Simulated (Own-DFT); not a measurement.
Simulation results for AlGa3N4 (wurtzite random alloy, strained, atoms displaced)

A calculation, not a measurement: plane-wave density functional theory by an unreviewed code, no spin, of a simulated periodic cell, stress positive in tension, run twice, with PBE and with PBEsol, both on files made for PBE, so the change isn't that of files made for PBEsol, forces on such cells passed a denser k mesh, this cell's mesh not checked; the far tail of each file's local potential was reset to the Coulomb form; each entry is a single point on an unrelaxed cell, so the pressure reflects the starting lattice, mostly measured values (interpolated for alloys), from which strain is counted, and rises with the displacements; printed positions are rounded, which can move forces by about a meV/angstrom; the program, named Own-DFT, is a retired in-house code; no spin-orbit coupling; stress was not checked against mesh or cutoff. Program: Own-DFT development build.

Common to all runs: functional PBE, then PBEsol; potential files PseudoDojo norm-conserving, scalar-relativistic, standard set; wave cutoff 42 hartree; occupations Fermi-Dirac; smearing width 0.1 eV; k mesh 4 x 4 x 3 centred on Gamma.

(1) AlGa3N4 (wurtzite random alloy, strained, atoms displaced)

```
AlGa3N4
1.0
      9.3666     0.0000     0.0000
     -4.6833     8.1117     0.0000
      0.0000     0.0000    10.2685
Ga N Ga Al N Ga N Ga N Ga N Ga N Al Ga N Ga N Ga Al N Ga Al N Al Ga N Ga N Ga Al N Ga N Ga N Ga Al N Ga Al N Ga Al N
2 2 1 1 2 2 2 2 2 2 2 2 2 1 1 2 2 2 1 1 2 1 1 2 1 1 2 2 2 1 1 2 2 2 2 2 1 1 2 1 1 2 1 1 2
Direct
  0.09460 0.20854 0.00003
  0.22515 0.11132 0.24605
  0.11840 0.22275 0.19245
  0.21423 0.10401 0.42636
  0.12943 0.22418 0.50837
  0.22729 0.10905 0.75048
  0.10650 0.21253 0.68510
  0.21604 0.10291 0.94283
  0.10953 0.55609 0.00403
  0.22752 0.44571 0.23783
  0.11012 0.56151 0.18915
  0.22143 0.44432 0.43436
  0.12180 0.55266 0.49865
  0.22929 0.45383 0.75519
  0.11835 0.55584 0.69324
  0.22912 0.44967 0.93418
  0.11685 0.89720 0.99495
  0.22535 0.77764 0.25653
  0.12214 0.89400 0.19500
  0.21484 0.77920 0.43906
  0.10628 0.88372 0.50354
  0.21242 0.76582 0.75190
  0.10796 0.88706 0.68677
  0.23022 0.78063 0.94782
  0.44360 0.22708 0.99038
  0.55578 0.10915 0.25228
  0.44279 0.21750 0.19126
  0.55240 0.11561 0.43582
  0.44828 0.22538 0.50294
  0.55055 0.12267 0.75204
  0.44947 0.22966 0.68225
  0.54908 0.10600 0.93461
  0.45107 0.55420 0.99374
  0.54901 0.42924 0.24908
  0.43925 0.54776 0.18418
  0.55859 0.44031 0.44319
  0.45331 0.55970 0.50058
  0.55633 0.44735 0.74690
  0.43931 0.55159 0.68468
  0.55786 0.44359 0.93911
  0.44367 0.88735 0.00400
  0.54840 0.77777 0.26239
  0.44304 0.88700 0.19003
  0.55522 0.76761 0.43984
  0.44966 0.89456 0.49844
  0.56982 0.78924 0.74777
  0.44498 0.88952 0.68262
  0.54658 0.77433 0.93938
  0.77637 0.22348 0.00184
  0.88766 0.10900 0.24667
  0.77490 0.22437 0.18838
  0.89368 0.11233 0.43408
  0.77557 0.22068 0.50134
  0.89082 0.10861 0.74914
  0.77754 0.22212 0.68475
  0.88496 0.11490 0.94143
  0.77811 0.55053 0.00342
  0.88332 0.44504 0.24997
  0.77311 0.55267 0.17981
  0.89747 0.44502 0.44533
  0.77312 0.56232 0.49498
  0.88946 0.45051 0.74960
  0.77092 0.54901 0.69212
  0.88774 0.44255 0.93932
  0.77487 0.88641 0.99323
  0.88474 0.77997 0.25518
  0.78015 0.89587 0.19012
  0.88636 0.78175 0.43407
  0.78140 0.88587 0.49217
  0.87521 0.76559 0.75018
  0.78341 0.89177 0.68465
  0.87898 0.77121 0.93669
```

* PBE pressure: 14.05 GPa
* PBE stress xx: -14.77 GPa
* PBE stress yy: -16 GPa
* PBE stress zz: -11.37 GPa
* PBE stress yz: 0.34 GPa
* PBE stress xz: 0.66 GPa
* PBE stress xy: 0.92 GPa
* PBEsol pressure: 8.9 GPa
* PBEsol stress xx: -9.59 GPa
* PBEsol stress yy: -10.84 GPa
* PBEsol stress zz: -6.25 GPa
* PBEsol stress yz: 0.31 GPa
* PBEsol stress xz: 0.62 GPa
* PBEsol stress xy: 0.87 GPa
* rms change of force components from PBE to PBEsol: 0.075 eV/Å

Force:
| force element | PBE force x (eV/Å) | PBE force y (eV/Å) | PBE force z (eV/Å) | PBEsol force x (eV/Å) | PBEsol force y (eV/Å) | PBEsol force z (eV/Å) |
| --- | --- | --- | --- | --- | --- | --- |
| Ga | 2.039 | 2.431 | 0.899 | 2.002 | 2.368 | 0.879 |
| Ga | -0.184 | -0.197 | 0.174 | -0.164 | -0.2 | 0.176 |
| N | -2.518 | -0.787 | -1.548 | -2.341 | -0.704 | -1.564 |
| N | 1.499 | 0.423 | 2.663 | 1.457 | 0.428 | 2.624 |
| Ga | -2.044 | 0.025 | -2.421 | -2.022 | 0.015 | -2.372 |
| Al | -1.126 | -0.145 | -0.24 | -1.104 | -0.148 | -0.233 |
| N | 1.785 | 0.936 | 2.328 | 1.63 | 0.973 | 2.21 |
| N | 0.734 | 3.718 | -2.602 | 0.586 | 3.532 | -2.455 |
| Ga | 0.615 | 0.06 | -0.274 | 0.594 | 0.069 | -0.261 |
| Ga | -1.83 | -0.382 | 1.719 | -1.776 | -0.372 | 1.679 |
| N | 0.276 | -1.171 | 0.1 | 0.28 | -1.146 | 0.09 |
| N | 2.243 | -0.374 | -0.343 | 2.194 | -0.359 | -0.312 |
| Ga | -1.444 | 0.822 | 0.74 | -1.415 | 0.804 | 0.717 |
| Ga | 0.003 | -1.914 | -0.757 | -0.006 | -1.836 | -0.75 |
| N | -2.328 | -1.482 | -0.974 | -2.146 | -1.37 | -0.983 |
| N | -0.733 | -1.44 | 1.703 | -0.716 | -1.394 | 1.653 |
| Ga | -0.122 | -3.799 | 2.286 | -0.11 | -3.7 | 2.242 |
| Ga | -0.801 | 0.187 | -0.635 | -0.79 | 0.195 | -0.624 |
| N | -2.379 | -1.953 | -1.358 | -2.223 | -1.836 | -1.349 |
| N | 1.945 | -0.519 | 0.63 | 1.909 | -0.512 | 0.601 |
| Ga | -0.063 | 1.063 | -0.717 | -0.048 | 1.034 | -0.707 |
| Ga | 1.005 | 2.557 | 0.609 | 1.002 | 2.49 | 0.566 |
| N | -0.765 | -0.077 | 1.721 | -0.646 | -0.163 | 1.578 |
| N | -0.829 | -0.094 | -1.392 | -0.989 | -0.195 | -1.429 |
| Al | 0.363 | -1.256 | 1.906 | 0.359 | -1.26 | 1.928 |
| Ga | -0.325 | 0.002 | -0.544 | -0.337 | 0.006 | -0.524 |
| N | 0.724 | 1.017 | -2.231 | 0.702 | 0.797 | -2.121 |
| N | 1.022 | -0.536 | 0.338 | 1.009 | -0.53 | 0.334 |
| Ga | -1.244 | -1.445 | -1.473 | -1.185 | -1.403 | -1.433 |
| Ga | 2.49 | -1.922 | -0.69 | 2.456 | -1.888 | -0.696 |
| N | -2.196 | 0.196 | 2.07 | -2.017 | 0.101 | 1.919 |
| N | -0.618 | 0.332 | 1.489 | -0.493 | 0.409 | 1.343 |
| Ga | -1.118 | 0.164 | 1.283 | -1.102 | 0.17 | 1.255 |
| Al | -0.372 | 1.829 | -0.045 | -0.365 | 1.836 | -0.017 |
| N | 2.65 | 1.182 | 0.395 | 2.456 | 1.207 | 0.347 |
| N | -1.031 | 0.427 | -2.473 | -1.004 | 0.43 | -2.281 |
| Ga | -1.395 | -2.339 | 0.056 | -1.371 | -2.274 | 0.066 |
| Al | -0.766 | -0.13 | 0.535 | -0.772 | -0.124 | 0.538 |
| N | 2.138 | 0.834 | 0.86 | 1.959 | 0.881 | 0.786 |
| N | 0.193 | -1.108 | -2.05 | 0.184 | -0.894 | -1.928 |
| Al | 0.268 | 0.335 | -0.039 | 0.29 | 0.353 | -0.024 |
| Ga | 1.266 | -0.672 | -2.932 | 1.226 | -0.65 | -2.866 |
| N | 0.535 | 0.235 | -0.74 | 0.524 | 0.223 | -0.541 |
| N | -0.657 | 2.285 | 0.54 | -0.64 | 2.237 | 0.51 |
| Ga | -0.727 | -0.745 | 0.23 | -0.719 | -0.725 | 0.244 |
| Ga | -2.139 | -1.114 | 0.235 | -2.105 | -1.083 | 0.215 |
| N | -0.317 | 0.361 | 1.141 | -0.303 | 0.355 | 1.11 |
| N | 0.417 | 1.245 | -0.553 | 0.57 | 1.129 | -0.607 |
| Ga | -1.051 | -0.214 | -0.007 | -1.02 | -0.196 | -0.007 |
| Al | 0.377 | 1.36 | 0.956 | 0.363 | 1.381 | 0.939 |
| N | 1.397 | -0.711 | 0.134 | 1.241 | -0.624 | 0.083 |
| N | -0.333 | -0.054 | -0.268 | -0.336 | -0.073 | -0.111 |
| Ga | 1.016 | -0.053 | -0.614 | 0.992 | -0.05 | -0.585 |
| Ga | -0.959 | 0.908 | -0.059 | -0.947 | 0.883 | -0.088 |
| N | -0.182 | 0.977 | 1.689 | -0.182 | 0.828 | 1.599 |
| N | -0.391 | -1.365 | -1.37 | -0.364 | -1.337 | -1.336 |
| Ga | -0.146 | 0.59 | -1.23 | -0.144 | 0.578 | -1.183 |
| Ga | 0.977 | 0.321 | 0.97 | 0.96 | 0.31 | 0.918 |
| N | -1.115 | 0.88 | 3.496 | -0.964 | 0.796 | 3.323 |
| N | -1.77 | 0.599 | -0.921 | -1.734 | 0.577 | -0.916 |
| Ga | 2.663 | -0.825 | 0.999 | 2.592 | -0.818 | 0.989 |
| Al | 1.024 | -1.356 | -0.19 | 1.031 | -1.349 | -0.195 |
| N | 0.305 | 0.877 | -0.365 | 0.303 | 0.864 | -0.514 |
| N | 0.314 | 0.304 | -1.614 | 0.303 | 0.296 | -1.419 |
| Ga | -0.701 | -0.083 | 1.632 | -0.684 | -0.091 | 1.598 |
| Al | 1.029 | 0.192 | -2.287 | 1.036 | 0.172 | -2.303 |
| N | 0.272 | -1.161 | -0.152 | 0.145 | -1.239 | -0.247 |
| N | 1.396 | -1.353 | -0.446 | 1.351 | -1.327 | -0.229 |
| Ga | -1.54 | 2.324 | 1.065 | -1.505 | 2.271 | 1.053 |
| Al | 0.995 | 1.435 | 0.075 | 0.997 | 1.435 | 0.061 |
| N | 1.085 | -1.156 | -0.046 | 0.918 | -1.05 | -0.078 |
| N | 1.203 | 0.495 | -1.058 | 1.165 | 0.491 | -0.881 |

(2) AlGa3N4 (wurtzite random alloy, strained, atoms displaced)

```
AlGa3N4
1.0
      9.3666     0.0000     0.0000
     -4.6833     8.1117     0.0000
      0.0000     0.0000    10.2685
Ga N Al Ga N Al Ga N Ga N Ga N Ga N Al Ga N Ga N Ga N Al Ga N Ga N Ga Al N Ga N Ga N Al Ga N Al Ga N Al Ga N Al Ga N
2 2 1 1 2 1 1 2 2 2 2 2 2 2 1 1 2 2 2 2 2 1 1 2 2 2 1 1 2 2 2 2 2 1 1 2 1 1 2 1 1 2 1 1 2
Direct
  0.10604 0.22369 0.99721
  0.22423 0.11093 0.24423
  0.10580 0.22492 0.18833
  0.22520 0.11327 0.43745
  0.10553 0.22713 0.49618
  0.21504 0.10962 0.74527
  0.10215 0.21523 0.68975
  0.23198 0.11905 0.93951
  0.11592 0.56227 0.00020
  0.22475 0.44024 0.25546
  0.11072 0.55022 0.19915
  0.22337 0.44459 0.43426
  0.11467 0.56156 0.49990
  0.21794 0.44819 0.75322
  0.11835 0.56160 0.68585
  0.23371 0.45842 0.93848
  0.10462 0.89250 0.99517
  0.22322 0.77759 0.24196
  0.11319 0.88253 0.18993
  0.22183 0.77657 0.43588
  0.11536 0.89065 0.49523
  0.22868 0.77518 0.75063
  0.10384 0.88470 0.68771
  0.22122 0.77701 0.94026
  0.44831 0.22067 0.99414
  0.56147 0.11925 0.24753
  0.44719 0.21394 0.18683
  0.56842 0.11556 0.44159
  0.45604 0.22453 0.50339
  0.55260 0.10591 0.74730
  0.43641 0.21672 0.68956
  0.56551 0.12075 0.94701
  0.43884 0.55385 0.00602
  0.56491 0.44996 0.25469
  0.44441 0.56728 0.19391
  0.55792 0.43490 0.43595
  0.43917 0.55601 0.49122
  0.56410 0.45537 0.75391
  0.44865 0.56172 0.69993
  0.55908 0.43132 0.93921
  0.44865 0.88636 0.01179
  0.54712 0.77912 0.25575
  0.43762 0.87959 0.19384
  0.56006 0.77223 0.44208
  0.43508 0.88128 0.50091
  0.56016 0.78611 0.74838
  0.43805 0.87970 0.68889
  0.54969 0.77245 0.94590
  0.79301 0.22321 0.99964
  0.88659 0.11334 0.25203
  0.77936 0.21915 0.18588
  0.88339 0.10328 0.43420
  0.78970 0.22452 0.49565
  0.88674 0.10893 0.75694
  0.77169 0.22828 0.68411
  0.89028 0.10804 0.94649
  0.77654 0.55245 0.00052
  0.88655 0.44926 0.25865
  0.76658 0.54208 0.19933
  0.88625 0.43831 0.44390
  0.77877 0.55437 0.49857
  0.88644 0.44305 0.75609
  0.77256 0.56055 0.68475
  0.89163 0.44333 0.93670
  0.77708 0.88832 0.99959
  0.88902 0.77642 0.25013
  0.77119 0.88791 0.18791
  0.88527 0.77854 0.43113
  0.77947 0.89113 0.50061
  0.88741 0.77927 0.76131
  0.77794 0.89863 0.69018
  0.89124 0.77954 0.93732
```

- PBE pressure: 14.12 GPa
- PBE stress xx: -16.75 GPa
- PBE stress yy: -15.22 GPa
- PBE stress zz: -10.39 GPa
- PBE stress yz: 0.82 GPa
- PBE stress xz: 0.05 GPa
- PBE stress xy: -1.43 GPa
- PBEsol pressure: 8.97 GPa
- PBEsol stress xx: -11.53 GPa
- PBEsol stress yy: -10.12 GPa
- PBEsol stress zz: -5.26 GPa
- PBEsol stress yz: 0.81 GPa
- PBEsol stress xz: 0.05 GPa
- PBEsol stress xy: -1.4 GPa
- rms change of force components from PBE to PBEsol: 0.076 eV/Å

Force:
| force element | PBE force x (eV/Å) | PBE force y (eV/Å) | PBE force z (eV/Å) | PBEsol force x (eV/Å) | PBEsol force y (eV/Å) | PBEsol force z (eV/Å) |
| --- | --- | --- | --- | --- | --- | --- |
| Ga | 2.217 | 1.218 | 0.825 | 2.16 | 1.179 | 0.803 |
| Ga | -0.205 | 0.128 | 0.76 | -0.183 | 0.116 | 0.758 |
| N | 1.241 | -0.63 | -0.491 | 1.218 | -0.613 | -0.475 |
| N | -0.902 | 0.885 | 0.097 | -0.769 | 0.786 | 0.056 |
| Al | 1.422 | -1.256 | 0.515 | 1.396 | -1.245 | 0.515 |
| Ga | 0.914 | -0.254 | 0.629 | 0.89 | -0.247 | 0.618 |
| N | -0.451 | 1.801 | -1.436 | -0.441 | 1.748 | -1.259 |
| N | -0.946 | -0.387 | -0.222 | -1.1 | -0.482 | -0.275 |
| Al | -0.125 | -0.748 | 0.932 | -0.122 | -0.767 | 0.95 |
| Ga | -0.489 | 0.334 | -1.446 | -0.505 | 0.343 | -1.4 |
| N | -0.697 | 0.162 | -2.372 | -0.685 | 0.172 | -2.207 |
| N | 0.015 | -0.454 | 2.316 | -0.132 | -0.369 | 2.134 |
| Ga | -0.228 | -0.901 | -0.081 | -0.22 | -0.879 | -0.093 |
| Ga | 1.651 | -0.604 | -0.466 | 1.627 | -0.577 | -0.437 |
| N | -1.367 | -1.227 | 0.024 | -1.323 | -1.195 | 0.033 |
| N | -2.77 | -1.807 | 0.337 | -2.575 | -1.838 | 0.28 |
| Ga | 2.331 | 0.659 | 1.045 | 2.285 | 0.642 | 1.005 |
| Ga | -0.342 | -1.163 | 1.559 | -0.328 | -1.136 | 1.542 |
| N | -1.813 | 0.778 | -1.293 | -1.775 | 0.761 | -1.264 |
| N | -0.254 | 0.145 | -0.605 | -0.243 | 0.143 | -0.57 |
| Ga | -1.163 | 0.083 | 0.616 | -1.124 | 0.085 | 0.59 |
| Ga | -2.304 | 0.586 | 0.992 | -2.246 | 0.575 | 0.956 |
| N | 0.782 | -0.208 | 0.029 | 0.762 | -0.19 | 0.038 |
| N | -0.006 | 0.144 | 0.321 | -0.004 | 0.313 | 0.25 |
| Al | 0.075 | -0.466 | 1.413 | 0.055 | -0.477 | 1.426 |
| Ga | 0.675 | -1.608 | 1.097 | 0.653 | -1.563 | 1.074 |
| N | -1.802 | 1.786 | -1.501 | -1.753 | 1.734 | -1.334 |
| N | -0.771 | -1.524 | -0.721 | -0.762 | -1.476 | -0.703 |
| Ga | -1.046 | -1.214 | 0.046 | -1.019 | -1.187 | 0.026 |
| Ga | -0.582 | 0.481 | 1.048 | -0.572 | 0.484 | 1.003 |
| N | 0.736 | 0.94 | 0.206 | 0.732 | 0.908 | 0.19 |
| N | 0.186 | -1.647 | -1.149 | 0.354 | -1.7 | -1.173 |
| Ga | 2.4 | -0.029 | 0.265 | 2.308 | -0.006 | 0.241 |
| Ga | -3.814 | -2.315 | -0.191 | -3.697 | -2.272 | -0.159 |
| N | 1.275 | -2.401 | -0.416 | 1.238 | -2.352 | -0.408 |
| N | -1.01 | 2.616 | 1.347 | -1.007 | 2.42 | 1.22 |
| Al | 1.866 | -0.862 | 1.871 | 1.857 | -0.885 | 1.874 |
| Ga | -1.207 | -1.987 | -0.167 | -1.187 | -1.939 | -0.152 |
| N | -0.694 | 0.415 | -2.237 | -0.671 | 0.25 | -2.136 |
| N | -0.454 | 2.247 | 0.901 | -0.565 | 2.311 | 0.746 |
| Ga | -0.963 | 1.123 | -1.429 | -0.933 | 1.079 | -1.393 |
| Ga | 1.965 | 0.66 | 0.431 | 1.915 | 0.639 | 0.412 |
| N | 0.252 | 2.376 | -0.157 | 0.25 | 2.311 | -0.167 |
| N | -0.551 | 0.459 | 0.582 | -0.679 | 0.547 | 0.442 |
| Ga | 1.586 | 1.41 | -0.267 | 1.539 | 1.38 | -0.261 |
| Al | -0.15 | -1.258 | 0.941 | -0.151 | -1.246 | 0.976 |
| N | 1.68 | 1.154 | -0.249 | 1.478 | 1.206 | -0.304 |
| N | 1.94 | 1.469 | -1.97 | 1.76 | 1.361 | -1.838 |
| Ga | -2.64 | 0.523 | 0.876 | -2.585 | 0.501 | 0.85 |
| Ga | 0.477 | -0.997 | -0.679 | 0.455 | -0.968 | -0.657 |
| N | -0.313 | 1.314 | 0.36 | -0.306 | 1.272 | 0.362 |
| N | 1.657 | 0.414 | 1.278 | 1.484 | 0.519 | 1.13 |
| Ga | -1.041 | -1.068 | 1.426 | -1.04 | -1.043 | 1.38 |
| Ga | -1.048 | 1.309 | -0.505 | -0.996 | 1.278 | -0.499 |
| N | 1.53 | -0.704 | 0.733 | 1.498 | -0.691 | 0.729 |
| N | 0.364 | -1.691 | -1.533 | 0.354 | -1.456 | -1.552 |
| Al | 0.179 | -0.447 | 0.619 | 0.19 | -0.423 | 0.626 |
| Ga | 1.658 | -1.337 | -0.62 | 1.626 | -1.313 | -0.589 |
| N | 2.379 | 3.094 | -3.808 | 2.327 | 3.021 | -3.598 |
| N | -0.307 | 2.415 | -0.102 | -0.164 | 2.274 | -0.16 |
| Al | -0.424 | 0.471 | 0.275 | -0.405 | 0.47 | 0.256 |
| Ga | -0.209 | 0.829 | -1.853 | -0.205 | 0.791 | -1.802 |
| N | 1.859 | 0.349 | -0.524 | 1.798 | 0.339 | -0.33 |
| N | 0.305 | 1.661 | 1.676 | 0.304 | 1.472 | 1.522 |
| Al | -0.675 | -0.79 | 1.08 | -0.664 | -0.786 | 1.066 |
| Ga | -0.695 | 0.303 | -0.719 | -0.675 | 0.299 | -0.664 |
| N | 0.758 | -0.131 | -0.995 | 0.739 | -0.123 | -0.822 |
| N | 0.036 | -0.686 | 2.221 | 0.164 | -0.614 | 2.053 |
| Al | 0.283 | -0.719 | 0.176 | 0.286 | -0.702 | 0.183 |
| Ga | -0.088 | -0.07 | -3.228 | -0.062 | -0.062 | -3.151 |
| N | -0.107 | -1.735 | -0.779 | 0.03 | -1.598 | -0.661 |
| N | -2.04 | -1.418 | 2.345 | -1.858 | -1.307 | 2.177 |
